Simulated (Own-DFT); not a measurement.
## Calculated data, SiC (2H silicon carbide, atoms displaced)

A calculation, not a measurement: plane-wave PBE density functional theory by an unreviewed code, no spin, of a simulated periodic cell, stress positive in tension, free energy of the whole cell less one offset for each atom, forces on such cells passed a denser k mesh, this cell's mesh not checked; offsets are fitted by least squares, one for each functional and potential file, so energies compare only between cells with the same atoms and settings and are not formation energies; the far tail of each file's local potential was reset to the Coulomb form; each entry is a single point on an unrelaxed cell, so the pressure reflects the starting lattice, mostly measured values (interpolated for alloys), from which strain is counted, and rises with the displacements; printed positions are rounded, which can move forces by about a meV/angstrom; the program, named Own-DFT, is a retired in-house code; no spin-orbit coupling. Program: Own-DFT development build.

Entry: SiC (2H silicon carbide, atoms displaced)

```cif
# cell vector a (Å): 9.2481 0.0000 0.0000
# cell vector b (Å): -4.6241 8.0091 0.0000
# cell vector c (Å): 0.0000 0.0000 10.0681
data_SiC
_symmetry_space_group_name_H-M 'P 1'
_symmetry_Int_Tables_number 1
_cell_length_a 9.2481
_cell_length_b 9.2481
_cell_length_c 10.0681
_cell_angle_alpha 90.000
_cell_angle_beta 90.000
_cell_angle_gamma 120.000
_cell_volume 745.73
loop_
_atom_site_label
_atom_site_type_symbol
_atom_site_fract_x
_atom_site_fract_y
_atom_site_fract_z
_atom_site_occupancy
Si1 Si 0.00782 0.00266 0.00385 1
Si2 Si 0.11151 0.23130 0.24163 1
C1 C 0.00108 0.98419 0.18605 1
C2 C 0.10908 0.20995 0.43242 1
Si3 Si 0.01365 0.00243 0.51147 1
Si4 Si 0.10823 0.21582 0.73909 1
C3 C 0.00366 0.00566 0.69071 1
C4 C 0.10057 0.22283 0.92685 1
Si5 Si 0.01451 0.34259 0.99900 1
Si6 Si 0.11185 0.56672 0.25212 1
C5 C 0.00182 0.33205 0.18505 1
C6 C 0.09377 0.53894 0.43895 1
Si7 Si 0.99497 0.34054 0.50730 1
Si8 Si 0.11950 0.55849 0.74505 1
C7 C 0.00992 0.34778 0.68739 1
C8 C 0.11067 0.55353 0.93362 1
Si9 Si 0.01238 0.67320 0.00709 1
Si10 Si 0.10136 0.88129 0.24743 1
C9 C 0.99832 0.66477 0.18640 1
C10 C 0.10664 0.88439 0.43918 1
Si11 Si 0.00568 0.65966 0.50285 1
Si12 Si 0.11256 0.89104 0.74874 1
C11 C 0.00911 0.66286 0.69023 1
C12 C 0.10626 0.88567 0.93150 1
Si13 Si 0.32026 0.99850 0.99084 1
Si14 Si 0.43845 0.22608 0.25297 1
C13 C 0.33405 0.00017 0.18545 1
C14 C 0.44121 0.21382 0.44434 1
Si15 Si 0.33317 0.01034 0.49676 1
Si16 Si 0.43980 0.21759 0.75312 1
C15 C 0.34302 0.00201 0.68237 1
C16 C 0.43980 0.21904 0.94039 1
Si17 Si 0.33582 0.33333 0.00691 1
Si18 Si 0.44483 0.54673 0.25073 1
C17 C 0.33528 0.32883 0.19031 1
C18 C 0.43412 0.55266 0.43531 1
Si19 Si 0.34095 0.33242 0.50671 1
Si20 Si 0.45021 0.54036 0.75177 1
C19 C 0.33002 0.31755 0.68788 1
C20 C 0.45778 0.55012 0.94522 1
Si21 Si 0.33892 0.67212 0.00769 1
Si22 Si 0.44922 0.90250 0.24656 1
C21 C 0.33161 0.66137 0.18689 1
C22 C 0.44334 0.89769 0.44305 1
Si23 Si 0.33249 0.67367 0.49229 1
Si24 Si 0.45132 0.88664 0.74936 1
C23 C 0.32752 0.66125 0.68704 1
C24 C 0.44311 0.88713 0.93532 1
Si25 Si 0.67290 0.00245 0.00335 1
Si26 Si 0.77555 0.21999 0.25388 1
C25 C 0.66445 0.00310 0.18874 1
C26 C 0.77115 0.21644 0.44370 1
Si27 Si 0.66228 0.00288 0.50212 1
Si28 Si 0.77439 0.21939 0.75142 1
C27 C 0.66034 0.00258 0.68157 1
C28 C 0.77487 0.23418 0.92484 1
Si29 Si 0.66742 0.33365 0.99435 1
Si30 Si 0.77331 0.54735 0.25904 1
C29 C 0.66875 0.34211 0.18397 1
C30 C 0.77721 0.54165 0.43904 1
Si31 Si 0.65817 0.32270 0.49574 1
Si32 Si 0.77533 0.55518 0.74617 1
C31 C 0.66185 0.33484 0.68849 1
C32 C 0.77600 0.54896 0.93636 1
Si33 Si 0.66130 0.67085 0.99547 1
Si34 Si 0.78767 0.90096 0.25335 1
C33 C 0.65877 0.66528 0.19515 1
C34 C 0.77127 0.89426 0.43322 1
Si35 Si 0.66706 0.65283 0.49124 1
Si36 Si 0.76597 0.87893 0.75243 1
C35 C 0.67452 0.67177 0.69615 1
C36 C 0.76347 0.88572 0.94200 1
```

It was run with functional PBE, potential files PseudoDojo norm-conserving, scalar-relativistic, standard set, wave cutoff 42 hartree, occupations Fermi-Dirac, smearing width 0.1 eV, hardware one NVIDIA H100 and k mesh 4 x 4 x 3 centred on Gamma.

The calculation gives: free energy of cell above offsets -3.930 eV; pressure 6.1 GPa; stress xx -3.98 GPa; stress yy -6.73 GPa; stress zz -7.61 GPa; stress yz 0.63 GPa; stress xz 0.57 GPa; stress xy 1.36 GPa; wall time 357.6 s.

Force:
```tsv
element	x (eV/Å)	y (eV/Å)	z (eV/Å)
Si	-1.909	-0.519	-1.619
Si	1.657	-2.461	2.309
C	-2.446	3.338	-0.712
C	-0.275	2.244	1.087
Si	-2.893	-0.814	-2.973
Si	-0.928	2.67	1.699
C	-0.632	-2.837	0.346
C	2.584	-0.569	1.726
Si	-2.853	-0.888	-0.763
Si	1.217	-2.173	-0.386
C	-1.459	1.03	0.142
C	1.865	3.754	-1.862
Si	1.645	-3.918	-0.866
Si	-0.797	-0.01	2.165
C	-0.403	-3.278	0.13
C	1.167	1.728	1.006
Si	-1.716	-2.253	-2.725
Si	2.827	0.407	1.63
C	-0.535	0.004	1.348
C	0.751	-0.549	-0.249
Si	-1.775	1.024	0.535
Si	1.14	-0.623	-0.987
C	-2.366	1.108	-0.749
C	-0.398	0.294	0.939
Si	2.802	0.076	1.407
Si	2.619	-1.688	-0.283
C	-1.672	0.292	-0.256
C	-0.725	3.316	-2.584
Si	0.345	-4.024	1.316
Si	1.615	-0.453	-0.024
C	-1.411	-0.611	1.346
C	-0.182	0.204	-0.384
Si	-0.3	-0.483	-1.704
Si	-1.45	1.397	-0.024
C	-1.952	0.62	-0.511
C	1.693	-0.452	0.961
Si	-2.313	-0.282	-1.914
Si	-2.049	1.303	0.269
C	-0.567	1.744	0.276
C	-4.272	-0.841	-1.718
Si	-0.082	-1.186	-2.464
Si	0.129	-2.322	1.053
C	-0.093	1.076	1.872
C	-0.214	-0.659	-1.95
Si	0.005	-1.102	1.515
Si	-1.89	-0.72	-0.166
C	3.175	0.931	-0.804
C	0.045	0.677	0.813
Si	-2.735	1.569	-0.916
Si	-0.224	1.03	-0.713
C	1.394	0.517	-0.219
C	0.565	1.154	-1.099
Si	0.907	-1.297	-0.829
Si	-0.032	1.409	-2.163
C	2.245	-0.378	1.735
C	2.47	-1.981	3.731
Si	-0.891	0.274	0.83
Si	-0.578	1.773	-2.61
C	0.195	-2.257	0.935
C	-0.141	0.921	0.664
Si	0.716	0.487	2.09
Si	2.211	-0.289	1.475
C	0.328	-0.501	-0.819
C	-0.118	2.506	0.191
Si	3.974	-0.771	2.695
Si	-1.206	-2.252	-0.64
C	1.948	0.964	-0.812
C	1.953	-1.033	2.247
Si	-1.882	2.697	0.861
Si	0.207	3.325	0.057
C	-0.771	-2.261	-2.817
C	2.742	0.876	-1.086
```
